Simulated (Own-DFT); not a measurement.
AlGa3N4 (wurtzite random alloy, strained, atoms displaced), Al3GaN4 (wurtzite random alloy, strained, atoms displaced), SiGe (layered order of Si and Ge on the diamond lattice, atoms displaced) (calculated)

A calculation, not a measurement: plane-wave PBE density functional theory by an unreviewed code, no spin, of a simulated periodic cell, stress positive in tension, free energy of the whole cell less one offset for each atom, forces on such cells passed a denser k mesh, this cell's mesh not checked; offsets are fitted by least squares, one for each functional and potential file, so energies compare only between cells with the same atoms and settings and are not formation energies; the far tail of each file's local potential was reset to the Coulomb form; each entry is a single point on an unrelaxed cell, so the pressure reflects the starting lattice, mostly measured values, from which strain is counted, and rises with the displacements; printed positions are rounded, which can move forces by about a meV/angstrom; the program is a retired in-house code; no spin-orbit coupling. Program: Own-DFT development build.

Common to all runs: functional PBE.

(1) AlGa3N4 (wurtzite random alloy, strained, atoms displaced)

```xyz
72
Lattice="9.2953 0.0000 0.0000 -4.6476 8.0500 0.0000 0.0000 0.0000 10.2685" Properties=species:S:1:pos:R:3 AlGa3N4
Ga     0.0442     1.7740    10.2536
Ga     1.5712     0.8194     2.5087
N      0.0533     1.7956     2.0152
N      1.5343     0.8766     4.4034
Ga     0.0885     1.7632     5.1726
Al     1.4889     0.8639     7.7034
N     -0.0213     1.7661     7.1851
N      1.5536     0.8692     9.7179
Ga    -1.5212     4.4775    10.2085
Ga    -0.0174     3.5466     2.4750
N     -1.5423     4.4954     1.9322
N      0.0116     3.5314     4.5902
Al    -1.4652     4.4374     5.1280
Ga    -0.1206     3.5811     7.7500
N     -1.5402     4.5148     7.1034
N     -0.0081     3.5806     9.6349
Ga    -3.0568     7.0787    10.2090
Ga    -1.5081     6.1925     2.5355
N     -3.0831     7.1581     2.0067
N     -1.4751     6.1730     4.4819
Ga    -3.0752     7.1540     5.1288
Ga    -1.5249     6.3202     7.7322
N     -3.0641     7.1578     7.1467
N     -1.4727     6.3131     9.6858
Ga     3.0945     1.7794     0.0354
Ga     4.6448     0.9875     2.5517
N      3.1034     1.7095     1.9470
N      4.6680     0.9593     4.5554
Ga     3.0648     1.8576     5.1502
Al     4.5991     0.9345     7.6332
N      3.1539     1.8045     7.0658
N      4.5622     0.9711     9.6002
Ga     1.5613     4.6084    10.2102
Ga     3.1578     3.5428     2.6162
N      1.4396     4.4714     1.9578
N      3.0904     3.5763     4.5052
Ga     1.6657     4.4496     5.1234
Ga     3.1082     3.5925     7.6952
N      1.6148     4.5688     7.0183
N      3.0890     3.5499     9.6545
Al     0.0468     7.1954     0.0259
Ga     1.4917     6.3157     2.5459
N      0.0170     7.1366     1.8512
N      1.5954     6.2646     4.5019
Ga    -0.0420     7.1350     5.1183
Al     1.5475     6.3123     7.7706
N     -0.0734     7.1798     7.0457
N      1.5536     6.2285     9.6325
Ga     6.2387     1.8452     0.0307
Al     7.8311     0.8347     2.5283
N      6.2102     1.8276     1.8757
N      7.6591     0.8442     4.4975
Ga     6.2312     1.7275     5.1256
Al     7.7124     0.8994     7.6306
N      6.1956     1.8250     7.1572
N      7.6864     0.8553     9.6482
Al     4.7586     4.5558    10.2607
Ga     6.2026     3.5568     2.5626
N      4.6836     4.4660     1.8750
N      6.2576     3.6475     4.5857
Ga     4.6907     4.4439     5.2057
Ga     6.2376     3.5938     7.6910
N      4.5460     4.4741     7.1590
N      6.1659     3.5673     9.5916
Ga     3.1405     7.1778     0.0041
Ga     4.6684     6.3120     2.5295
N      3.0269     7.1251     1.8873
N      4.6381     6.2259     4.4484
Ga     3.0133     7.1822     5.0614
Al     4.6013     6.2830     7.7616
N      3.0440     7.1848     7.0935
N      4.6027     6.3187     9.6243
```

Here we set potential files PseudoDojo norm-conserving, scalar-relativistic, standard set with the stringent files for Ga, wave cutoff 96 hartree, occupations Gaussian, smearing width 0.01 eV and k mesh 4 x 4 x 3 centred on Gamma.

Results for AlGa3N4 (wurtzite random alloy, strained, atoms displaced): free energy of cell above offsets -6.502 eV; pressure 17.57 GPa; stress xx -21.01 GPa; stress yy -21.95 GPa; stress zz -9.74 GPa; stress yz 0.35 GPa; stress xz 1.1 GPa; stress xy 1.16 GPa.

Force:
```csv
element,x (eV/Å),y (eV/Å),z (eV/Å)
Ga,-1.235,0.123,0.622
Ga,0.065,1.7,0.788
N,-1.509,-1.84,-1.6
N,0.963,-0.257,1.59
Ga,-1.728,-0.118,0.141
Al,1.682,0.876,1.106
N,0.233,-0.461,-1.158
N,-0.012,-0.581,-2.17
Ga,-0.744,0.088,1.056
Ga,-0.367,0.487,2.368
N,-0.654,-1.691,-1.25
N,0.353,0.554,-1.097
Al,-0.378,0.33,0.939
Ga,2.964,0.224,-0.684
N,-0.71,0.598,-1.749
N,0.649,-0.217,0.232
Ga,-0.457,1.431,1.543
Ga,-0.104,1.779,0.828
N,0.612,-1.807,-2.298
N,-1.298,0.182,-0.028
Ga,-0.087,-0.87,0.031
Ga,-0.088,-0.956,0.574
N,-2.328,0.214,-0.764
N,0.528,-0.68,-0.622
Ga,-0.428,0.964,-0.014
Ga,1.205,-2.02,0.905
N,-0.485,1.8,-0.143
N,-1.24,-0.996,-1.295
Ga,0.271,-1.805,0.185
Al,1.283,-0.634,1.523
N,-2.698,-0.658,-0.123
N,2.411,-2.266,-0.733
Ga,0.376,-4.918,2.137
Ga,-1.395,0.764,-1.567
N,2.901,0.631,-0.789
N,2.218,-0.117,-0.793
Ga,-2.957,1.41,0.683
Ga,-2.223,-0.951,1.744
N,-1.525,-0.274,1.45
N,0.877,1.767,0.309
Al,-0.051,1.013,-1.121
Ga,0.527,-1.741,1.109
N,-1.001,1.587,0.413
N,-2.358,-0.797,-1.121
Ga,1.303,0.532,0.318
Al,-0.616,-0.389,-1.623
N,2.571,0.891,0.577
N,-0.707,4.411,-1.398
Ga,-1.453,-0.993,-1.409
Al,-1.42,0.915,0.507
N,1.391,-1.355,1.778
N,2.903,1.273,-2.107
Ga,-0.685,2.439,1.511
Al,-0.248,-0.32,1.629
N,-0.176,-1.473,-1.323
N,1.202,1.244,-1.497
Al,-2.309,-1.584,-0.268
Ga,0.386,1.008,1.12
N,-0.375,0.44,-0.217
N,0.268,-1.363,-0.953
Ga,-0.522,0.852,0.059
Ga,-1.393,0.547,0.019
N,3.423,2.214,-1.155
N,0.558,1.692,0.637
Ga,-1.636,-0.017,0.244
Ga,-0.988,-1.455,0.655
N,1.617,1.25,0.641
N,-0.012,0.582,0.963
Ga,2.458,-1.27,2.012
Al,-0.088,0.004,-1.447
N,0.836,-0.095,0.099
N,1.653,-1.849,-0.528
```

(2) Al3GaN4 (wurtzite random alloy, strained, atoms displaced)

```xyz
72
Lattice="9.2294 0.0000 0.0000 -4.6147 7.9929 0.0000 0.0000 0.0000 10.0655" Properties=species:S:1:pos:R:3 Al3GaN4
Al    -0.0099     1.7712     0.0313
Ga     1.5053     0.8880     2.5456
N      0.0230     1.7125     1.9139
N      1.5186     0.8395     4.4891
Al    -0.0208     1.6765     4.9958
Al     1.4610     0.9142     7.5684
N     -0.0903     1.6857     7.0023
N      1.4882     0.9585     9.5606
Al    -1.4601     4.3592     9.9753
Ga     0.0290     3.5841     2.5627
N     -1.6230     4.4669     1.9109
N      0.0324     3.4675     4.3913
Ga    -1.6000     4.4371     4.9809
Al     0.0387     3.5781     7.5661
N     -1.5073     4.4448     6.9156
N      0.0576     3.5980     9.4507
Al    -2.9923     7.1544    10.0006
Ga    -1.5365     6.1340     2.5550
N     -3.0164     7.1280     1.9620
N     -1.5107     6.2448     4.3930
Al    -3.0141     7.1383     5.0348
Al    -1.5033     6.2499     7.5709
N     -3.0809     7.0941     6.9739
N     -1.6487     6.2034     9.4422
Al     3.0758     1.7675     0.0380
Al     4.6175     0.9028     2.5520
N      3.0115     1.7401     1.8720
N      4.6261     0.9309     4.4755
Al     3.1167     1.7820     4.9831
Al     4.6038     0.9150     7.5767
N      3.1621     1.7545     6.9943
N      4.6727     0.9529     9.4331
Al     1.5400     4.5547     9.9953
Al     3.0922     3.5587     2.5194
N      1.4824     4.3511     1.8726
N      3.0647     3.4569     4.4220
Al     1.5192     4.5408     5.0025
Al     3.1128     3.5306     7.4891
N      1.4632     4.3745     6.9483
N      3.0920     3.5845     9.5425
Al    -0.0114     7.1944     0.0334
Ga     1.3827     6.2472     2.4850
N      0.0463     7.0863     1.9818
N      1.5394     6.1829     4.5367
Ga     0.0566     7.0720     4.9378
Al     1.5498     6.1555     7.5436
N     -0.0272     7.0657     6.8483
N      1.4946     6.2543     9.4604
Al     6.1988     1.8136     0.0050
Al     7.7853     0.9358     2.5307
N      6.1063     1.7983     1.9901
N      7.5285     0.9607     4.3959
Al     6.1984     1.7026     5.0769
Al     7.6548     0.8457     7.5938
N      6.0393     1.8396     6.9482
N      7.6850     0.8842     9.4498
Ga     4.6637     4.3297     0.0305
Ga     6.1457     3.5562     2.4006
N      4.6537     4.4913     1.9105
N      6.1591     3.6080     4.3865
Al     4.6819     4.4449     5.0358
Ga     6.1290     3.5440     7.5982
N      4.6429     4.4933     7.0324
N      6.1886     3.5569     9.4634
Al     3.0085     7.0198    10.0542
Al     4.7085     6.2089     2.4851
N      3.0204     7.1169     1.9079
N      4.5581     6.1962     4.4436
Al     3.1263     7.1032     5.0514
Al     4.6912     6.1928     7.5361
N      3.0052     7.1270     6.9277
N      4.5260     6.2334     9.5232
```

Settings of this run: potential files PseudoDojo norm-conserving, scalar-relativistic, standard set, wave cutoff 42 hartree, occupations Fermi-Dirac, smearing width 0.1 eV and k mesh 4 x 4 x 3 centred on Gamma.

The calculation gives: free energy of cell above offsets -13.215 eV; pressure 15.63 GPa; stress xx -20.7 GPa; stress yy -18.02 GPa; stress zz -8.18 GPa; stress yz 0.04 GPa; stress xz 1.52 GPa; stress xy 1.41 GPa.

Force:
```csv
element,x (eV/Å),y (eV/Å),z (eV/Å)
Al,-0.592,0.469,-0.058
Ga,1.091,-0.509,0.636
N,-1.357,1.746,-1.039
N,0.581,1.122,0.024
Al,-0.774,1.439,1.354
Al,1.492,-0.291,0.387
N,0.936,1.728,-1.351
N,1.496,-1,-2.011
Al,-1.467,2.149,1.587
Ga,-2.011,-1.342,-0.828
N,2.95,-1.436,-2.829
N,0.228,0.586,2.074
Ga,2.163,-0.021,1.245
Al,-2.356,-1.832,-0.296
N,0.165,0.374,1.182
N,0.072,-1.235,-0.329
Al,-3.689,0.004,1.942
Ga,-0.219,2.025,-0.681
N,-0.814,-0.864,-1.841
N,-1.121,-0.097,1.002
Al,-0.856,-1.733,0.744
Al,-0.418,-0.769,-0.843
N,0.78,0.858,-0.596
N,3.511,-0.491,-0.1
Al,-0.141,0.923,-0.82
Al,-0.687,0.133,0.357
N,2.518,0.969,0.973
N,0.152,-0.27,-1.585
Al,-0.916,-1.163,1.919
Al,0.681,-1.857,-0.596
N,-3.011,0.515,-1.125
N,-0.998,-0.632,1.076
Al,0.61,-2.436,1.59
Al,-0.294,-0.045,-0.362
N,2.577,2.041,-1.041
N,0.244,2.996,-0.109
Al,0.126,-4.697,1.053
Al,-0.567,0.315,1.31
N,2.951,1.052,-0.786
N,-1.63,-1.157,-1.956
Al,-0.464,-0.892,-0.26
Ga,6.911,-3.575,2.216
N,-5.322,3.984,-3.172
N,2.447,1.337,-2.35
Ga,-1.58,1.74,1.856
Al,-1.045,0.954,-0.562
N,0.918,0.797,2.506
N,-1.078,0.459,-0.918
Al,-0.134,-0.938,0.787
Al,-3.078,-1.458,-0.2
N,1.226,-2.031,-2.327
N,5.377,-3.107,-0.804
Al,-3.727,3.594,1.086
Al,-1.184,0.611,-0.154
N,2.013,-2.323,-0.532
N,-0.102,-0.066,0.737
Ga,-0.711,2.82,-0.085
Ga,-0.488,-0.196,2.674
N,-2.207,-0.426,0.609
N,-1.62,-2.188,0.15
Al,-1.293,-0.492,0.363
Ga,1.403,0.762,-0.797
N,-1.546,-0.751,-2.276
N,1.564,-1.009,0.821
Al,1.126,2.153,1.191
Al,-1.951,1.044,0.277
N,1.267,0.082,0.186
N,1.885,0.488,-0.534
Al,-1.593,0.615,-0.176
Al,-2.003,1.493,1.696
N,1.225,-0.98,0.175
N,2.358,-0.069,-1.459
```

(3) SiGe (layered order of Si and Ge on the diamond lattice, atoms displaced)

```xyz
64
Lattice="11.0890 0.0000 0.0000 0.0000 11.0890 0.0000 0.0000 0.0000 11.0890" Properties=species:S:1:pos:R:3 SiGe
Ge    10.9832     0.0162     0.0389
Ge     0.0420     2.8168     2.8688
Ge     2.6474    11.0748     2.8126
Ge     2.6904     2.7972     0.0029
Ge     1.3526     1.3923     1.4420
Ge     1.3897     4.1702     4.0727
Ge     4.0966     1.4667     4.1740
Ge     4.2243     4.1782     1.3629
Si     0.0647    11.0858     5.5742
Si    11.0359     2.6896     8.4090
Si     2.8376    11.0855     8.3987
Si     2.7701     2.7563     5.5473
Si     1.4976     1.5081     6.9626
Si     1.5112     4.1826     9.7145
Si     4.1532     1.4361     9.7523
Si     4.1981     4.1821     6.9139
Ge    11.0398     5.4837     0.1127
Ge     0.0133     8.2637     2.7085
Ge     2.7819     5.5689     2.7156
Ge     2.8197     8.3403    11.0557
Ge     1.4101     6.9222     1.3047
Ge     1.3304     9.7095     4.2228
Ge     4.1043     6.9884     4.1680
Ge     4.1118     9.7329     1.4312
Si    11.0578     5.6412     5.6335
Si    11.0253     8.3048     8.4379
Si     2.7888     5.4407     8.3417
Si     2.8352     8.3580     5.5335
Si     1.3169     7.0055     6.8266
Si     1.4382     9.7959     9.7164
Si     4.2148     6.8730     9.7627
Si     4.1272     9.7787     6.9974
Ge     5.5693     0.0728     0.0174
Ge     5.5484     2.6459     2.7149
Ge     8.3097    11.0630     2.7353
Ge     8.3687     2.7343     0.0609
Ge     6.7743     1.4325     1.5366
Ge     6.9208     4.2115     4.2116
Ge     9.7085     1.3513     4.1196
Ge     9.6518     4.1958     1.4606
Si     5.5014    11.0319     5.6203
Si     5.5932     2.6763     8.3273
Si     8.4723     0.0424     8.3082
Si     8.2958     2.8022     5.4398
Si     6.9529     1.3031     6.9294
Si     6.9447     4.2413     9.6828
Si     9.7539     1.3969     9.6060
Si     9.8062     4.1801     6.9155
Ge     5.5691     5.4381    11.0118
Ge     5.5229     8.2090     2.7765
Ge     8.2499     5.5000     2.7713
Ge     8.3058     8.3887     0.0126
Ge     6.9987     6.9850     1.4615
Ge     7.0557     9.7538     4.1949
Ge     9.7106     6.9502     4.0761
Ge     9.6486     9.6837     1.4388
Si     5.6330     5.4716     5.5681
Si     5.5604     8.2293     8.3256
Si     8.1871     5.5847     8.3900
Si     8.3607     8.3684     5.5023
Si     6.8862     6.9277     6.8510
Si     6.9037     9.6895     9.7368
Si     9.7024     7.1141     9.6195
Si     9.7256     9.8436     6.9505
```

It was run with potential files PseudoDojo norm-conserving, scalar-relativistic, standard set, wave cutoff 42 hartree, occupations Fermi-Dirac, smearing width 0.1 eV and k mesh 3 x 3 x 3 centred on Gamma.

It finds free energy of cell above offsets -1.741 eV; pressure 3.81 GPa; stress xx -3.84 GPa; stress yy -3.78 GPa; stress zz -3.81 GPa; stress yz 0.08 GPa; stress xz 2.08 GPa; stress xy -0.18 GPa.

Force:
```csv
element,x (eV/Å),y (eV/Å),z (eV/Å)
Ge,0.895,0.041,-0.633
Ge,-1.231,-0.713,-1.24
Ge,1.009,0.204,0.24
Ge,1.071,-0.472,0.383
Ge,-0.518,0.282,-0.659
Ge,0.613,1.143,2.476
Ge,0.381,-1.639,0.433
Ge,-0.619,-0.758,0.197
Si,-0.265,1.231,0.851
Si,2.15,2.231,-1.591
Si,-0.428,1.085,-0.525
Si,0.157,1.748,0.232
Si,-1.031,-1.512,0.636
Si,-2.494,-0.366,-0.183
Si,0.099,-0.092,-0.386
Si,0.083,-1.051,0.338
Ge,0.362,0.932,-2.45
Ge,0.54,0.625,0.353
Ge,0.288,0.018,0.26
Ge,-0.108,0.02,-0.545
Ge,0.072,0.231,0.014
Ge,0.121,-0.951,-0.105
Ge,0.652,-1.548,0.815
Ge,0.663,-0.058,-0.017
Si,0.224,-0.764,-1.44
Si,2.251,2.264,-2.514
Si,0.343,1.857,-0.999
Si,-0.81,0.529,1.086
Si,1.038,0.123,1.825
Si,-0.979,-0.816,0.049
Si,-0.638,0.107,-1.174
Si,0.422,-1.413,0.118
Ge,-0.671,-0.687,-0.399
Ge,-2.502,4.041,3.256
Ge,-0.233,1.075,0.18
Ge,-0.865,0.136,-0.912
Ge,4.053,-2.648,-3.299
Ge,-0.284,-1.448,-0.961
Ge,0.129,0.073,0.93
Ge,0.472,-1.289,0.13
Si,0.442,0.708,-0.613
Si,-0.084,0.968,-0.22
Si,-2.18,-0.325,0.264
Si,0.713,-0.591,1.725
Si,0.325,0.614,-0.143
Si,0.234,-2.452,-0.164
Si,-1.09,-0.593,1.868
Si,-1.573,-0.468,0.82
Ge,0.439,1.595,0.974
Ge,0.355,2.004,0.389
Ge,0.328,0.764,0.608
Ge,-0.026,-0.492,-0.6
Ge,-0.668,-0.945,-1.618
Ge,-2.053,-0.671,0.286
Ge,-0.401,-0.514,1.238
Ge,0.644,-0.091,-0.507
Si,-1.874,1.348,0.343
Si,-0.398,0.761,-0.138
Si,1.89,0.83,-1.56
Si,0.399,-0.387,1.238
Si,0.937,0.372,0.485
Si,0.331,0.604,-1.089
Si,-1.703,-2.963,1.925
Si,0.599,-1.846,-0.282
```

(4) Al3GaN4 (wurtzite random alloy, strained, atoms displaced)

```xyz
72
Lattice="9.6521 0.0000 0.0000 -4.8260 8.3589 0.0000 0.0000 0.0000 10.0655" Properties=species:S:1:pos:R:3 Al3GaN4
Al    -0.0396     1.8832    10.0178
Al     1.5810     0.9065     2.5200
N     -0.0101     1.8605     1.9283
N      1.5103     0.8880     4.4128
Ga    -0.0441     1.7571     5.0572
Al     1.6195     0.8484     7.5906
N      0.0263     1.8040     6.9294
N      1.5936     0.9401     9.4470
Al    -1.6138     4.7295     0.0641
Al    -0.0401     3.7006     2.4485
N     -1.6464     4.6666     1.8811
N     -0.0358     3.5878     4.4132
Al    -1.5674     4.5431     5.0527
Ga     0.0568     3.6905     7.5430
N     -1.6126     4.6774     6.9554
N      0.0126     3.7288     9.4853
Al    -3.2985     7.3592    10.0422
Al    -1.6647     6.4786     2.5709
N     -3.2502     7.4370     1.9353
N     -1.5897     6.4840     4.4453
Al    -3.2657     7.4005     5.1189
Al    -1.5952     6.5216     7.4840
N     -3.1677     7.4739     6.9074
N     -1.6221     6.5038     9.4871
Al     3.2249     1.8052     0.0062
Al     4.8337     0.9440     2.4743
N      3.1922     1.8026     1.9318
N      4.7761     0.9763     4.4141
Ga     3.2099     1.7990     4.9557
Al     4.7719     0.9229     7.4941
N      3.1304     1.8657     6.9495
N      4.8149     0.9231     9.4550
Al     1.5098     4.6592    10.0121
Ga     3.1934     3.6877     2.5241
N      1.5579     4.6443     1.8755
N      3.2100     3.6593     4.4299
Al     1.6730     4.6222     5.0316
Ga     3.1970     3.7638     7.6384
N      1.6067     4.6423     7.0350
N      3.1473     3.7177     9.5506
Al    -0.0497     7.4652    10.0487
Al     1.6334     6.4973     2.5538
N      0.0492     7.4671     1.8966
N      1.5816     6.4728     4.4905
Al     0.0063     7.4349     5.1101
Al     1.6775     6.4265     7.5635
N      0.0180     7.4343     6.9007
N      1.6914     6.4458     9.5329
Ga     6.4453     1.8889     0.0371
Al     8.1918     0.9095     2.5655
N      6.4471     1.8411     1.9613
N      8.0119     0.9593     4.4077
Ga     6.3827     1.9117     4.9847
Al     8.0995     0.8926     7.5608
N      6.4654     1.8513     6.9418
N      8.0529     0.9046     9.4945
Al     4.7981     4.6048     9.9905
Al     6.3939     3.7234     2.4888
N      4.7698     4.6847     1.9488
N      6.5654     3.7528     4.3789
Ga     4.9176     4.6304     5.0906
Ga     6.4584     3.7211     7.5818
N      4.7685     4.5774     6.9412
N      6.3860     3.6761     9.4118
Al     3.2525     7.5100    10.0205
Al     4.8207     6.5281     2.5354
N      3.2344     7.4733     2.0069
N      4.8158     6.5324     4.3422
Al     3.1777     7.4368     5.1555
Al     4.8045     6.5474     7.4820
N      3.2465     7.5372     6.9575
N      4.7777     6.5514     9.5039
```

It was run with potential files PseudoDojo norm-conserving, scalar-relativistic, standard set with the stringent files for Ga, wave cutoff 96 hartree, occupations Gaussian, smearing width 0.01 eV and k mesh 4 x 4 x 3 centred on Gamma.

The calculation gives: free energy of cell above offsets -23.529 eV; pressure -4.42 GPa; stress xx 8.4 GPa; stress yy 7.76 GPa; stress zz -2.9 GPa; stress yz -0.26 GPa; stress xz 0.19 GPa; stress xy -0.42 GPa.

Force:
```csv
element,x (eV/Å),y (eV/Å),z (eV/Å)
Al,0.815,-0.341,0.795
Al,0.078,0.08,-0.308
N,0.599,0.197,-1.027
N,1.303,-1.239,-0.106
Ga,0.224,0.984,-0.763
Al,0.028,1.879,-0.738
N,-0.125,-0.462,2.15
N,-0.259,-0.708,0.768
Al,-0.086,-1.034,-1.69
Al,0.43,0.117,0.876
N,-0.053,-0.233,1.032
N,0.832,2.048,0.05
Al,0.834,1.235,-0.439
Ga,-1.305,-0.438,-0.123
N,0.378,0.227,-0.251
N,-1.489,-0.269,0.486
Al,1.206,1.374,0.85
Al,0.728,0.827,-0.704
N,0.308,-0.422,-0.534
N,-0.29,-0.042,0.993
Al,0.666,0.31,-3.323
Al,0.314,-0.415,0.621
N,-0.896,-1.359,1.818
N,-0.318,0.354,-0.9
Al,-0.591,0.548,-0.025
Al,-0.009,-0.535,0.237
N,0.151,-0.326,-0.403
N,1.218,-1.864,-0.437
Ga,-1.636,0.569,1.048
Al,0.582,0.743,0.319
N,0.854,-0.829,0.591
N,-0.452,-0.217,-0.478
Al,1.686,-0.117,1.451
Ga,-0.344,0.309,-0.875
N,-0.506,0.351,0.6
N,0.061,1.149,0.898
Al,-1.169,-0.656,-0.19
Ga,-0.186,-1.861,-0.508
N,0.461,0.912,-1.792
N,0.645,-0.39,0.241
Al,1.031,-0.45,0.478
Al,-0.226,0.272,-0.809
N,-0.749,-0.634,0.507
N,0.558,0.199,0.439
Al,-0.355,-0.131,-2.722
Al,-0.925,1.516,0.631
N,0.185,-0.222,2.281
N,-0.945,1.514,-1.471
Ga,-0.298,-0.906,-0.167
Al,-2.086,-0.004,-0.556
N,0.24,0.627,0.499
N,-0.54,-1.769,0.814
Ga,0.733,-0.471,0.199
Al,-0.918,2.188,0.111
N,-0.349,-0.724,0.637
N,0.45,0.871,-0.981
Al,-0.58,0.617,1.476
Al,0.099,0.03,-0.213
N,1.338,-0.282,-1.088
N,-1.494,0.005,0.131
Ga,-0.764,0.004,-2.358
Ga,0.068,-0.643,-1.573
N,0.927,2.264,1.405
N,0.475,1.742,2.43
Al,-1.022,-1.516,1.999
Al,-0.383,-0.212,-1.35
N,0.025,-0.495,-1.169
N,-0.169,0.089,3.5
Al,0.129,0.329,-3.527
Al,0.603,-0.628,0.98
N,-0.139,-2.416,0.949
N,0.393,-1.221,-1.692
```
